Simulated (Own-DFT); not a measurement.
# Computed records: SiC (2H silicon carbide, atoms displaced), GaAs (zincblende with one plane slipped along a stacking-fault path, atoms displaced)

A calculation, not a measurement: plane-wave PBE density functional theory by an unreviewed code, no spin, of a simulated periodic cell, stress positive in tension, free energy of the whole cell less one offset for each atom, forces on such cells passed a denser k mesh, this cell's mesh not checked; offsets are fitted by least squares, one for each functional and potential file, so energies compare only between cells with the same atoms and settings and are not formation energies; the far tail of each file's local potential was reset to the Coulomb form; each entry is a single point on an unrelaxed cell, so the pressure reflects the starting lattice, mostly measured values (interpolated for alloys), from which strain is counted, and rises with the displacements; printed positions are rounded, which can move forces by about a meV/angstrom; the program, named Own-DFT, is a retired in-house code; no spin-orbit coupling. Program: Own-DFT development build.

Common to all runs: functional PBE; potential files PseudoDojo norm-conserving, scalar-relativistic, standard set; wave cutoff 42 hartree; occupations Fermi-Dirac; smearing width 0.1 eV.

(1) 
```cif
# cell vector a (Å): 9.2481 0.0000 0.0000
# cell vector b (Å): -4.6241 8.0091 0.0000
# cell vector c (Å): 0.0000 0.0000 10.0681
data_SiC
_symmetry_space_group_name_H-M 'P 1'
_symmetry_Int_Tables_number 1
_cell_length_a 9.2481
_cell_length_b 9.2481
_cell_length_c 10.0681
_cell_angle_alpha 90.000
_cell_angle_beta 90.000
_cell_angle_gamma 120.000
_cell_volume 745.73
loop_
_atom_site_label
_atom_site_type_symbol
_atom_site_fract_x
_atom_site_fract_y
_atom_site_fract_z
_atom_site_occupancy
Si1 Si 0.99705 0.99570 0.99973 1
Si2 Si 0.11382 0.22176 0.25097 1
C1 C 0.99925 0.99890 0.18864 1
C2 C 0.11558 0.22491 0.44003 1
Si3 Si 0.99955 0.00476 0.49903 1
Si4 Si 0.10682 0.22089 0.75285 1
C3 C 0.99683 0.99411 0.68520 1
C4 C 0.11516 0.22322 0.93551 1
Si5 Si 0.00321 0.32881 0.00106 1
Si6 Si 0.11043 0.55381 0.24851 1
C5 C 0.00067 0.33474 0.18788 1
C6 C 0.11612 0.55944 0.43591 1
Si7 Si 0.00413 0.33342 0.50212 1
Si8 Si 0.10792 0.55518 0.74659 1
C7 C 0.99877 0.32730 0.69356 1
C8 C 0.11282 0.55283 0.94424 1
Si9 Si 0.99860 0.66911 0.99863 1
Si10 Si 0.10779 0.88699 0.25424 1
C9 C 0.99786 0.66383 0.18758 1
C10 C 0.10897 0.88791 0.44267 1
Si11 Si 0.99780 0.66849 0.49948 1
Si12 Si 0.11458 0.88980 0.75240 1
C11 C 0.00228 0.67171 0.68692 1
C12 C 0.10955 0.89408 0.93753 1
Si13 Si 0.33289 0.99938 0.00021 1
Si14 Si 0.44224 0.22228 0.24678 1
C13 C 0.33915 0.99840 0.18341 1
C14 C 0.44778 0.22101 0.43916 1
Si15 Si 0.33433 0.00381 0.50167 1
Si16 Si 0.44541 0.22079 0.74916 1
C15 C 0.33752 0.00306 0.68821 1
C16 C 0.44540 0.22166 0.93679 1
Si17 Si 0.33187 0.33175 0.00328 1
Si18 Si 0.44190 0.55164 0.25298 1
C17 C 0.33200 0.33940 0.18801 1
C18 C 0.45141 0.55655 0.43704 1
Si19 Si 0.33501 0.33308 0.49406 1
Si20 Si 0.44300 0.55699 0.74909 1
C19 C 0.33153 0.33551 0.68775 1
C20 C 0.44872 0.55815 0.93972 1
Si21 Si 0.33083 0.66855 0.00474 1
Si22 Si 0.44043 0.88768 0.24803 1
C21 C 0.33620 0.66934 0.19244 1
C22 C 0.44849 0.88794 0.43582 1
Si23 Si 0.33347 0.67013 0.51021 1
Si24 Si 0.44788 0.89541 0.74987 1
C23 C 0.33462 0.66788 0.69104 1
C24 C 0.45083 0.89281 0.93752 1
Si25 Si 0.66770 0.00462 0.99285 1
Si26 Si 0.77146 0.21896 0.25154 1
C25 C 0.66468 0.99757 0.19106 1
C26 C 0.77820 0.21878 0.43417 1
Si27 Si 0.66426 0.99427 0.50115 1
Si28 Si 0.78121 0.22735 0.75432 1
C27 C 0.66800 0.00617 0.68114 1
C28 C 0.77928 0.22523 0.93831 1
Si29 Si 0.66990 0.33216 0.00389 1
Si30 Si 0.78476 0.55831 0.25213 1
C29 C 0.66961 0.33436 0.18425 1
C30 C 0.77766 0.55307 0.43489 1
Si31 Si 0.67013 0.33734 0.50118 1
Si32 Si 0.77524 0.55027 0.75022 1
C31 C 0.66821 0.32929 0.68587 1
C32 C 0.77509 0.55272 0.93945 1
Si33 Si 0.66591 0.66416 0.00325 1
Si34 Si 0.77388 0.89270 0.24619 1
C33 C 0.66523 0.66328 0.18514 1
C34 C 0.77430 0.88474 0.43074 1
Si35 Si 0.66478 0.66129 0.49423 1
Si36 Si 0.77657 0.89581 0.74912 1
C35 C 0.67028 0.66844 0.68528 1
C36 C 0.77547 0.88604 0.93804 1
_calc_k_mesh '4 x 4 x 3 centred on Gamma'
_calc_free_energy_of_cell_above_offsets '-10.543'  # eV
_calc_pressure 3.71  # GPa
_calc_stress_xx -2.55  # GPa
_calc_stress_yy -2.27  # GPa
_calc_stress_zz -6.32  # GPa
_calc_stress_yz -0.02  # GPa
_calc_stress_xz -0.65  # GPa
_calc_stress_xy -0.08  # GPa
```

Force:
| element | x (eV/Å) | y (eV/Å) | z (eV/Å) |
| --- | --- | --- | --- |
| Si | -0.52 | 1.068 | 0.14 |
| Si | -1.205 | 0.059 | -0.104 |
| C | 0.096 | 0.199 | -0.135 |
| C | -0.291 | -0.259 | -0.715 |
| Si | -0.088 | -1.183 | -0.029 |
| Si | 1.685 | -0.558 | -0.898 |
| C | -0.056 | 1.206 | 0.742 |
| C | -0.453 | -0.87 | 1.079 |
| Si | -0.589 | 0.687 | 0.191 |
| Si | 0.285 | 0.393 | 0.179 |
| C | 0.079 | -1.016 | 0.264 |
| C | -0.542 | -0.49 | 1.101 |
| Si | -0.969 | 0.148 | -0.488 |
| Si | 0.643 | 0.035 | 1.316 |
| C | -0.646 | 1.347 | -1.103 |
| C | -0.994 | 0.565 | -1.359 |
| Si | 0.425 | -0.656 | 0.156 |
| Si | 0.669 | 0.047 | -0.652 |
| C | 0.581 | 0.973 | 0.074 |
| C | 0.145 | 0.83 | -0.72 |
| Si | 0.799 | -0.466 | 0.069 |
| Si | -0.73 | 0.335 | -0.791 |
| C | 0.002 | -1.11 | 0.352 |
| C | 1.197 | -1.042 | 0.167 |
| Si | 0.265 | 0.342 | -0.741 |
| Si | 0.826 | 0.14 | 0.265 |
| C | -2.11 | 0.405 | 1.042 |
| C | -0.519 | 0.449 | -0.785 |
| Si | 0.753 | -1.022 | -0.471 |
| Si | -0.729 | 0.988 | 0.142 |
| C | -0.594 | -0.435 | 0.098 |
| C | 0.088 | 0.066 | 0.637 |
| Si | 0.583 | 0.854 | -1.28 |
| Si | 0.306 | 1.745 | -0.51 |
| C | 0.757 | -1.609 | 0.239 |
| C | -1.8 | -0.63 | 0.339 |
| Si | 0.425 | 0.415 | 1.598 |
| Si | 1.174 | -0.181 | 0.553 |
| C | 0.389 | -0.554 | -0.334 |
| C | -1.04 | -0.495 | -0.08 |
| Si | 1.486 | -0.094 | -0.547 |
| Si | 1.363 | 0.008 | 0.855 |
| C | -0.422 | -0.754 | -0.602 |
| C | -1.462 | 0.059 | 0.824 |
| Si | 0.72 | -0.222 | -2.51 |
| Si | 0.36 | -0.73 | 0.006 |
| C | -0.649 | 0.448 | 0.429 |
| C | -1.373 | -0.592 | -0.239 |
| Si | 0.759 | -0.659 | 1.965 |
| Si | 1.067 | 0.253 | -0.6 |
| C | -0.873 | 0.795 | -1.721 |
| C | -0.032 | 0.55 | 1.465 |
| Si | 0.288 | 0.9 | -1.717 |
| Si | -0.164 | -0.841 | -1.036 |
| C | 0.142 | -0.26 | 2.063 |
| C | 0.633 | -0.125 | 0.009 |
| Si | -0.924 | 0.297 | -1.103 |
| Si | -1.359 | -0.709 | -1.164 |
| C | -0.681 | -0.038 | 1.52 |
| C | 0.245 | 0.329 | 0.688 |
| Si | 0.702 | -1.29 | -0.74 |
| Si | -0.33 | 1.082 | 0.028 |
| C | -0.455 | 0.767 | 0.522 |
| C | 0.455 | 0.192 | -0.395 |
| Si | -0.199 | 0.054 | -0.894 |
| Si | 1.057 | -1.282 | 0.19 |
| C | 0.167 | 0.4 | 1.302 |
| C | 0.45 | 0.476 | 1.246 |
| Si | 0.605 | 1.301 | 1.038 |
| Si | 0.856 | -1.466 | -0.313 |
| C | -0.647 | -0.203 | 0.082 |
| C | -0.08 | 0.637 | -0.197 |

(2) 
```cif
# cell vector a (Å): 9.2481 0.0000 0.0000
# cell vector b (Å): -4.6241 8.0091 0.0000
# cell vector c (Å): 0.0000 0.0000 10.0681
data_SiC
_symmetry_space_group_name_H-M 'P 1'
_symmetry_Int_Tables_number 1
_cell_length_a 9.2481
_cell_length_b 9.2481
_cell_length_c 10.0681
_cell_angle_alpha 90.000
_cell_angle_beta 90.000
_cell_angle_gamma 120.000
_cell_volume 745.73
loop_
_atom_site_label
_atom_site_type_symbol
_atom_site_fract_x
_atom_site_fract_y
_atom_site_fract_z
_atom_site_occupancy
Si1 Si 0.00156 0.00266 0.00028 1
Si2 Si 0.11080 0.22201 0.24462 1
C1 C 0.99619 0.00341 0.18945 1
C2 C 0.10951 0.22385 0.43885 1
Si3 Si 0.00151 0.00219 0.49722 1
Si4 Si 0.10638 0.22095 0.75126 1
C3 C 0.99872 0.99839 0.68943 1
C4 C 0.11232 0.21843 0.93897 1
Si5 Si 0.00485 0.33789 0.99950 1
Si6 Si 0.10911 0.55723 0.25052 1
C5 C 0.99978 0.33950 0.18651 1
C6 C 0.10968 0.55307 0.44212 1
Si7 Si 0.00231 0.33326 0.49947 1
Si8 Si 0.11710 0.56020 0.74830 1
C7 C 0.99870 0.33483 0.68588 1
C8 C 0.10645 0.54789 0.93262 1
Si9 Si 0.99935 0.66418 0.99885 1
Si10 Si 0.10939 0.88583 0.25163 1
C9 C 0.00292 0.66689 0.18837 1
C10 C 0.11639 0.89246 0.43945 1
Si11 Si 0.00429 0.66198 0.49872 1
Si12 Si 0.11080 0.88821 0.74646 1
C11 C 0.00695 0.66494 0.69061 1
C12 C 0.11052 0.89281 0.93617 1
Si13 Si 0.33600 0.00529 0.00476 1
Si14 Si 0.44988 0.22196 0.24379 1
C13 C 0.33385 0.00156 0.18461 1
C14 C 0.44639 0.22653 0.43836 1
Si15 Si 0.33430 0.99770 0.50085 1
Si16 Si 0.44524 0.22441 0.75335 1
C15 C 0.33400 0.00181 0.69094 1
C16 C 0.44170 0.21845 0.93679 1
Si17 Si 0.33423 0.33662 0.00262 1
Si18 Si 0.44235 0.55738 0.24675 1
C17 C 0.33742 0.33642 0.18360 1
C18 C 0.43894 0.55004 0.43700 1
Si19 Si 0.32947 0.33210 0.49947 1
Si20 Si 0.44811 0.55891 0.75369 1
C19 C 0.32867 0.33511 0.68922 1
C20 C 0.44101 0.55145 0.93405 1
Si21 Si 0.32776 0.66989 0.99843 1
Si22 Si 0.44750 0.89000 0.24791 1
C21 C 0.33403 0.66683 0.19254 1
C22 C 0.44048 0.88811 0.43464 1
Si23 Si 0.33343 0.66419 0.50754 1
Si24 Si 0.44536 0.88571 0.74717 1
C23 C 0.33494 0.66948 0.68828 1
C24 C 0.44360 0.89438 0.94094 1
Si25 Si 0.66904 0.99768 0.00292 1
Si26 Si 0.77820 0.22689 0.25152 1
C25 C 0.66238 0.99163 0.18648 1
C26 C 0.77496 0.21801 0.44279 1
Si27 Si 0.66550 0.99639 0.49476 1
Si28 Si 0.78440 0.22116 0.74729 1
C27 C 0.67426 0.99999 0.69091 1
C28 C 0.77694 0.22416 0.93579 1
Si29 Si 0.66573 0.32896 0.00146 1
Si30 Si 0.77650 0.55207 0.25106 1
C29 C 0.66977 0.32989 0.18813 1
C30 C 0.77616 0.56024 0.43550 1
Si31 Si 0.67261 0.33311 0.49861 1
Si32 Si 0.78096 0.55414 0.75214 1
C31 C 0.67016 0.33463 0.68561 1
C32 C 0.78052 0.55497 0.93251 1
Si33 Si 0.66608 0.66783 0.99698 1
Si34 Si 0.77933 0.89122 0.24924 1
C33 C 0.66372 0.66131 0.18381 1
C34 C 0.77885 0.88960 0.44054 1
Si35 Si 0.66742 0.66527 0.50092 1
Si36 Si 0.78007 0.89057 0.74729 1
C35 C 0.66220 0.66532 0.68402 1
C36 C 0.78364 0.89276 0.93610 1
_calc_k_mesh '4 x 4 x 3 centred on Gamma'
_calc_free_energy_of_cell_above_offsets '-10.539'  # eV
_calc_pressure 3.82  # GPa
_calc_stress_xx -2.95  # GPa
_calc_stress_yy -2.78  # GPa
_calc_stress_zz -5.74  # GPa
_calc_stress_yz 0.15  # GPa
_calc_stress_xz 0.43  # GPa
_calc_stress_xy 0.49  # GPa
```

Force:
| element | x (eV/Å) | y (eV/Å) | z (eV/Å) |
| --- | --- | --- | --- |
| Si | 0.166 | -0.672 | 0.016 |
| Si | -0.012 | 0.97 | 0.995 |
| C | 1.236 | -0.691 | -0.387 |
| C | 0.388 | -0.39 | -1.073 |
| Si | 0.094 | -0.226 | 0.83 |
| Si | 0.68 | 0.183 | -0.205 |
| C | 0.312 | 0.304 | -0.935 |
| C | -0.708 | 1.204 | 0.148 |
| Si | -0.602 | -1.67 | -0.25 |
| Si | 1.08 | 0.01 | 0.588 |
| C | 0.486 | -0.716 | 0.316 |
| C | 0.658 | 0 | -0.953 |
| Si | -0.646 | -0.404 | 0.293 |
| Si | -0.218 | -1.295 | 0.083 |
| C | 1.083 | 0.334 | 0.244 |
| C | 0.245 | 1.814 | 0.769 |
| Si | -0.072 | 0.768 | -0.445 |
| Si | -0.05 | 1.071 | -0.244 |
| C | -0.916 | -0.14 | -0.234 |
| C | -0.526 | -0.966 | -0.268 |
| Si | -1.686 | 1.143 | 0.676 |
| Si | 0.205 | 0.26 | 0.814 |
| C | -1.432 | 0.483 | -0.962 |
| C | 0.763 | -0.785 | 0.615 |
| Si | -0.693 | -1.008 | -1.814 |
| Si | -1.265 | 0.175 | 1.623 |
| C | 0.043 | -0.399 | 1.335 |
| C | 0.417 | -0.76 | -0.576 |
| Si | -0.154 | 1.451 | 0.168 |
| Si | -0.006 | 0.07 | -1.232 |
| C | 0.499 | -0.25 | -0.706 |
| C | 0.11 | 1.365 | 1.046 |
| Si | 0.357 | -0.829 | -1.423 |
| Si | 0.746 | -0.475 | 0.828 |
| C | -0.287 | -0.505 | 1.022 |
| C | 0.339 | 1.125 | 0.036 |
| Si | 0.744 | -0.003 | 0.391 |
| Si | -0.488 | -0.949 | -1.394 |
| C | 0.635 | -0.111 | 0.044 |
| C | -0.206 | 1.38 | 1.32 |
| Si | 1.014 | -0.294 | 0.347 |
| Si | -0.974 | -0.464 | 0.223 |
| C | -0.986 | 0.116 | -1.322 |
| C | 0.93 | -0.452 | 0.714 |
| Si | 0.085 | 0.233 | -2.184 |
| Si | -0.211 | 1.757 | 1.113 |
| C | 0.606 | -0.426 | 0.658 |
| C | 0.768 | -0.881 | -0.63 |
| Si | -0.547 | 0.551 | -1.305 |
| Si | 1.191 | -1.559 | 0.103 |
| C | 0.377 | 1.791 | 0.693 |
| C | 0.787 | 0.618 | -1.432 |
| Si | -0.368 | -0.012 | 1.396 |
| Si | -1.688 | 0.261 | 0.524 |
| C | -1.548 | -0.165 | -1.302 |
| C | 1.075 | -0.605 | 0.583 |
| Si | -0.166 | 0.649 | -1.119 |
| Si | -0.263 | 0.672 | -0.63 |
| C | -0.697 | 0.755 | -0.322 |
| C | 1.702 | -0.836 | 0.46 |
| Si | -1.825 | 0.423 | 0.455 |
| Si | -0.281 | 0.093 | -1.526 |
| C | -0.061 | -0.357 | 0.529 |
| C | -0.77 | -0.244 | 1.905 |
| Si | 0.463 | -0.19 | -0.233 |
| Si | -0.201 | -1.284 | 0.394 |
| C | 0.311 | 0.786 | 0.579 |
| C | 0.125 | -0.462 | -1.029 |
| Si | -1.1 | -0.01 | -0.587 |
| Si | 0.346 | -0.87 | 0.453 |
| C | 1.297 | 0.269 | 1.215 |
| C | -0.707 | -0.729 | 0.177 |

(3) 
```cif
# cell vector a (Å): 5.6533 -5.6533 0.0000
# cell vector b (Å): 0.0000 5.6533 -5.6533
# cell vector c (Å): 11.9190 11.9190 10.0817
data_GaAs
_symmetry_space_group_name_H-M 'P 1'
_symmetry_Int_Tables_number 1
_cell_length_a 7.9950
_cell_length_b 7.9950
_cell_length_c 19.6409
_cell_angle_alpha 86.207
_cell_angle_beta 90.000
_cell_angle_gamma 120.000
_cell_volume 1084.07
loop_
_atom_site_label
_atom_site_type_symbol
_atom_site_fract_x
_atom_site_fract_y
_atom_site_fract_z
_atom_site_occupancy
Ga1 Ga 0.00128 0.00423 0.99937 1
As1 As 0.98439 0.97406 0.12518 1
Ga2 Ga 0.14307 0.28578 0.16569 1
As2 As 0.13416 0.26795 0.28896 1
Ga3 Ga 0.30224 0.09469 0.33210 1
As3 As 0.28959 0.07688 0.46042 1
Ga4 Ga 0.05653 0.11074 0.49872 1
As4 As 0.04777 0.08717 0.62345 1
Ga5 Ga 0.20759 0.41168 0.66430 1
As5 As 0.18762 0.38263 0.79072 1
Ga6 Ga 0.34850 0.19964 0.83296 1
As6 As 0.34896 0.17725 0.95784 1
Ga7 Ga 0.00010 0.49791 0.99858 1
As7 As 0.98733 0.47423 0.12407 1
Ga8 Ga 0.15514 0.79588 0.16424 1
As8 As 0.13485 0.77756 0.29177 1
Ga9 Ga 0.29515 0.59363 0.33113 1
As9 As 0.27890 0.56555 0.45729 1
Ga10 Ga 0.05753 0.61020 0.50188 1
As10 As 0.04177 0.57210 0.62466 1
Ga11 Ga 0.19576 0.90795 0.66715 1
As11 As 0.19404 0.88070 0.79398 1
Ga12 Ga 0.35131 0.70686 0.83652 1
As12 As 0.33736 0.67522 0.95618 1
Ga13 Ga 0.50365 0.00293 0.99970 1
As13 As 0.48169 0.96790 0.12438 1
Ga14 Ga 0.64765 0.30311 0.16680 1
As14 As 0.63843 0.26866 0.29327 1
Ga15 Ga 0.79875 0.09027 0.33427 1
As15 As 0.78658 0.06950 0.45846 1
Ga16 Ga 0.55155 0.10484 0.50112 1
As16 As 0.54007 0.07527 0.62341 1
Ga17 Ga 0.70744 0.40243 0.66775 1
As17 As 0.69274 0.38379 0.79473 1
Ga18 Ga 0.84976 0.20081 0.83150 1
As18 As 0.83182 0.16681 0.96053 1
Ga19 Ga 0.49812 0.49977 0.00059 1
As19 As 0.48869 0.47951 0.12530 1
Ga20 Ga 0.63615 0.79452 0.16572 1
As20 As 0.63295 0.77021 0.29437 1
Ga21 Ga 0.79714 0.59339 0.33473 1
As21 As 0.78856 0.56193 0.45716 1
Ga22 Ga 0.54845 0.61124 0.50113 1
As22 As 0.54449 0.58306 0.62470 1
Ga23 Ga 0.71807 0.91744 0.66595 1
As23 As 0.68887 0.87329 0.79127 1
Ga24 Ga 0.85218 0.70981 0.83480 1
As24 As 0.83281 0.67511 0.95793 1
_calc_hardware 'one NVIDIA H100'
_calc_k_mesh '4 x 4 x 2 centred on Gamma'
_calc_free_energy_of_cell_above_offsets '-13.888'  # eV
_calc_pressure 5.3  # GPa
_calc_stress_xx -6.72  # GPa
_calc_stress_yy -6.25  # GPa
_calc_stress_zz -2.92  # GPa
_calc_stress_yz -0.14  # GPa
_calc_stress_xz -0.39  # GPa
_calc_stress_xy 1.59  # GPa
_calc_wall_time 812.7  # s
```

Force:
| element | x (eV/Å) | y (eV/Å) | z (eV/Å) |
| --- | --- | --- | --- |
| Ga | 0.396 | -0.406 | 0.296 |
| As | -0.449 | -0.562 | 0.624 |
| Ga | 0.252 | 0.324 | -0.758 |
| As | 0.352 | 0.163 | 0.218 |
| Ga | 0.242 | 0.66 | -0.024 |
| As | -2.389 | -2.339 | -0.509 |
| Ga | 1.724 | 2.099 | 0.065 |
| As | -0.005 | 0.137 | -0.188 |
| Ga | 0.597 | -0.104 | 0.46 |
| As | 0.218 | -0.188 | 0.076 |
| Ga | 0.222 | 0.296 | -0.552 |
| As | -0.599 | 0.659 | 0.017 |
| Ga | -0.192 | 0.207 | -0.001 |
| As | -0.079 | -0.211 | 0.29 |
| Ga | -0.309 | 0.943 | 0.282 |
| As | -0.352 | -0.684 | 0.289 |
| Ga | -0.111 | 0.333 | 0.077 |
| As | -1.873 | -2.302 | -0.036 |
| Ga | 1.597 | 2.009 | -0.165 |
| As | 0.05 | 0.926 | -0.624 |
| Ga | 0.43 | -0.671 | 0.437 |
| As | -0.696 | -0.09 | -0.088 |
| Ga | -0.431 | -0.896 | -0.226 |
| As | 0.596 | 0.585 | 0.458 |
| Ga | -0.228 | -0.025 | 0.656 |
| As | 0.342 | 0.223 | -0.909 |
| Ga | 0.122 | -0.276 | 0.325 |
| As | -0.14 | -0.217 | -0.32 |
| Ga | 0.121 | 0.098 | -0.251 |
| As | -2.18 | -1.497 | 0.142 |
| Ga | 2.297 | 1.108 | -0.079 |
| As | 0.328 | 0.668 | 0.24 |
| Ga | -0.262 | 0.218 | 0.151 |
| As | -0.47 | -0.251 | -0.093 |
| Ga | 0.258 | 0.197 | 0.301 |
| As | 0.017 | -0.412 | -1.037 |
| Ga | -0.044 | -0.067 | -0.043 |
| As | -0.579 | -0.14 | 0.509 |
| Ga | 1.111 | 0.036 | 0.032 |
| As | -0.395 | -0.635 | -0.129 |
| Ga | -0.099 | -0.12 | -0.262 |
| As | -2.394 | -0.023 | 0.44 |
| Ga | 2.474 | 0.138 | -0.31 |
| As | 0.53 | 0.036 | -0.043 |
| Ga | -0.489 | 0.093 | 0.527 |
| As | -0.256 | 0.36 | -0.436 |
| Ga | 0.216 | -0.403 | 0.124 |
| As | 0.528 | 0.002 | 0.044 |

(4) 
```cif
# cell vector a (Å): 5.6533 -5.6533 0.0000
# cell vector b (Å): 0.0000 5.6533 -5.6533
# cell vector c (Å): 11.9190 11.9190 10.0817
data_GaAs
_symmetry_space_group_name_H-M 'P 1'
_symmetry_Int_Tables_number 1
_cell_length_a 7.9950
_cell_length_b 7.9950
_cell_length_c 19.6409
_cell_angle_alpha 86.207
_cell_angle_beta 90.000
_cell_angle_gamma 120.000
_cell_volume 1084.07
loop_
_atom_site_label
_atom_site_type_symbol
_atom_site_fract_x
_atom_site_fract_y
_atom_site_fract_z
_atom_site_occupancy
Ga1 Ga 0.99842 0.99760 0.00002 1
As1 As 0.98337 0.97027 0.12364 1
Ga2 Ga 0.14326 0.29400 0.16614 1
As2 As 0.13236 0.26879 0.29176 1
Ga3 Ga 0.29653 0.09623 0.33033 1
As3 As 0.27877 0.05889 0.45845 1
Ga4 Ga 0.05618 0.10923 0.50014 1
As4 As 0.04478 0.08066 0.62691 1
Ga5 Ga 0.20429 0.40539 0.66686 1
As5 As 0.19077 0.37931 0.79217 1
Ga6 Ga 0.35147 0.19934 0.83423 1
As6 As 0.33577 0.17265 0.95917 1
Ga7 Ga 0.00235 0.50228 0.99944 1
As7 As 0.98063 0.47558 0.12575 1
Ga8 Ga 0.15083 0.79232 0.16659 1
As8 As 0.13215 0.76458 0.29080 1
Ga9 Ga 0.29618 0.58377 0.33341 1
As9 As 0.28065 0.56107 0.45887 1
Ga10 Ga 0.04992 0.60404 0.49982 1
As10 As 0.04117 0.58628 0.62223 1
Ga11 Ga 0.19976 0.90006 0.66895 1
As11 As 0.19116 0.87287 0.79059 1
Ga12 Ga 0.35206 0.70492 0.83573 1
As12 As 0.33908 0.67531 0.95993 1
Ga13 Ga 0.50133 0.00183 0.00240 1
As13 As 0.48361 0.97002 0.12218 1
Ga14 Ga 0.64647 0.29541 0.16723 1
As14 As 0.63421 0.27547 0.29213 1
Ga15 Ga 0.79968 0.09835 0.32910 1
As15 As 0.78379 0.07150 0.45951 1
Ga16 Ga 0.55190 0.11065 0.50206 1
As16 As 0.53461 0.08648 0.62553 1
Ga17 Ga 0.69464 0.39753 0.66779 1
As17 As 0.69946 0.38637 0.79229 1
Ga18 Ga 0.85588 0.20580 0.83347 1
As18 As 0.84045 0.17196 0.95649 1
Ga19 Ga 0.48713 0.48843 0.00036 1
As19 As 0.48874 0.47327 0.12752 1
Ga20 Ga 0.65420 0.79965 0.16755 1
As20 As 0.63906 0.76837 0.29137 1
Ga21 Ga 0.79812 0.59205 0.33514 1
As21 As 0.77858 0.56609 0.45690 1
Ga22 Ga 0.54654 0.59596 0.50343 1
As22 As 0.54625 0.58880 0.62635 1
Ga23 Ga 0.70885 0.90578 0.66718 1
As23 As 0.68566 0.87133 0.79517 1
Ga24 Ga 0.85526 0.70064 0.83500 1
As24 As 0.84329 0.67075 0.95539 1
_calc_hardware 'one NVIDIA H100'
_calc_k_mesh '4 x 4 x 2 centred on Gamma'
_calc_free_energy_of_cell_above_offsets '-14.137'  # eV
_calc_pressure 5.23  # GPa
_calc_stress_xx -6.38  # GPa
_calc_stress_yy -6.41  # GPa
_calc_stress_zz -2.9  # GPa
_calc_stress_yz -0.33  # GPa
_calc_stress_xz -0.24  # GPa
_calc_stress_xy 0.86  # GPa
_calc_wall_time 759  # s
```

Force:
| element | x (eV/Å) | y (eV/Å) | z (eV/Å) |
| --- | --- | --- | --- |
| Ga | -0.247 | -0.324 | 0.157 |
| As | 0.504 | -0.174 | 0.069 |
| Ga | 0.07 | 0.009 | -0.248 |
| As | -0.216 | -0.509 | -0.123 |
| Ga | 0.192 | 0.089 | 0.63 |
| As | -2.036 | -2.322 | 0.033 |
| Ga | 1.613 | 2.138 | -0.011 |
| As | -0.139 | -0.035 | -0.223 |
| Ga | -0.034 | 0.239 | -0.301 |
| As | 0.183 | -0.117 | -0.048 |
| Ga | 0.033 | -0.232 | -0.298 |
| As | -0.189 | -0.282 | 0.198 |
| Ga | 0.02 | -0.198 | 0.509 |
| As | -0.096 | -0.719 | 0.187 |
| Ga | -0.139 | 0.436 | -0.306 |
| As | 0.452 | -0.059 | -0.005 |
| Ga | 0.315 | 0.437 | -0.562 |
| As | -1.842 | -1.846 | -0.062 |
| Ga | 1.438 | 1.635 | -0.299 |
| As | 0.128 | 0.17 | 0.896 |
| Ga | -0.16 | -0.2 | -0.368 |
| As | 0.274 | 0.621 | -0.016 |
| Ga | -0.103 | -0.248 | 0.312 |
| As | 0.049 | 0.133 | -0.155 |
| Ga | -0.389 | -0.714 | -0.506 |
| As | 0.956 | 0.482 | 0.491 |
| Ga | -0.143 | -0.027 | 0.198 |
| As | -0.181 | -0.466 | 0.199 |
| Ga | 0.118 | 0.72 | 0.728 |
| As | -2.033 | -1.987 | -0.22 |
| Ga | 1.739 | 1.476 | -0.241 |
| As | 0.284 | -0.638 | 0.764 |
| Ga | 0.596 | 0.136 | -0.717 |
| As | -0.621 | -0.038 | 0.579 |
| Ga | -0.34 | -0.259 | 0.136 |
| As | 0.176 | 0.677 | 0.036 |
| Ga | 0.922 | -0.092 | -0.419 |
| As | -0.578 | -0.022 | -0.171 |
| Ga | -0.432 | 0.133 | 0.023 |
| As | -0.126 | 0.311 | 0.073 |
| Ga | -0.103 | -0.022 | -0.427 |
| As | -1.296 | -1.616 | 0.125 |
| Ga | 1.681 | 1.671 | -0.095 |
| As | -0.227 | -0.096 | 0.554 |
| Ga | 0.058 | 0.861 | -0.271 |
| As | 0.074 | -0.287 | -0.672 |
| Ga | -0.182 | -0.087 | -0.6 |
| As | -0.018 | 1.244 | 0.467 |
